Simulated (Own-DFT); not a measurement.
# Which defects push the lattice out? zincblende GaAs

The numbers are computed, not measured, by runs of the plane-wave DFT program Own-DFT (in-house, retired, unreviewed) at fixed positions, with no spin and no spin-orbit coupling.

Method: PBE; PseudoDojo norm-conserving scalar-relativistic files; cutoff 42 hartree; 3 x 3 x 3 k mesh centred on Gamma; Fermi-Dirac smearing of 0.1 eV.

Limits (not all hold for every row): not probed for a lower state with spin; forces on such cells failed a check on a denser k mesh; forces not confirmed at this smearing and k mesh; stress not checked against mesh or cutoff.

All runs share one cell, with vectors in Å (11.307, 0.000, 0.000); (0.000, 11.307, 0.000); (0.000, 0.000, 11.307) and a volume of 1445.4 Å³. u is the rms random offset of the atoms per axis. The defect's site can differ from row to row.

```
cell,formula,u (Å),P (GPa)
no defect,As32Ga32,0.0196,3.50
no defect,As32Ga32,0.0208,3.52
no defect,As32Ga32,0.0503,3.96
two As vacancies,As30Ga32,0.0313,3.21
two As vacancies,As30Ga32,0.0476,3.45
two As vacancies,As30Ga32,0.0479,3.61
two Ga vacancies,As32Ga30,0.0291,2.98
two Ga vacancies,As32Ga30,0.0303,3.04
two Ga vacancies,As32Ga30,0.0306,2.97
two Ga vacancies,As32Ga30,0.0333,?
one As on a Ga site and one Ga on an As site,As32Ga32,0.0281,3.91
one As on a Ga site and one Ga on an As site,As32Ga32,0.0289,3.91
one As on a Ga site and one Ga on an As site,As32Ga32,0.0466,4.17
two As on a Ga site each,As34Ga30,0.0303,4.81
two As on a Ga site each,As34Ga30,0.0304,4.82
two As on a Ga site each,As34Ga30,0.0312,4.78
```

## Analysis

P = P0 + c u² + a shift for each defect gives P0 = 3.42 GPa, c = 215 ± 20 GPa/Å² and a scatter of 0.05 GPa. The shifts, and each times the cell's volume:

- two As on a Ga site each: 1.18 ± 0.04 GPa, 10.7 eV (5.3 eV for each of its 2 sites)
- one As on a Ga site and one Ga on an As site: 0.30 ± 0.04 GPa, 2.7 eV
- two As vacancies: -0.39 ± 0.04 GPa, -3.6 eV (-1.8 eV for each of its 2 sites)
- two Ga vacancies: -0.62 ± 0.04 GPa, -5.6 eV (-2.8 eV for each of its 2 sites)

Against the defect-free cell, a freed cell would be larger where the shift is positive and smaller where it is negative (160.2 GPa Å³ is 1 eV). The atoms around the defects weren't relaxed, which would change these numbers.

## Check

Q: what pressure belongs in the blank (two Ga vacancies, u = 0.0333 Å)?

Estimate: 3.04 ± 0.05 GPa. The calculation gave 3.00 GPa.
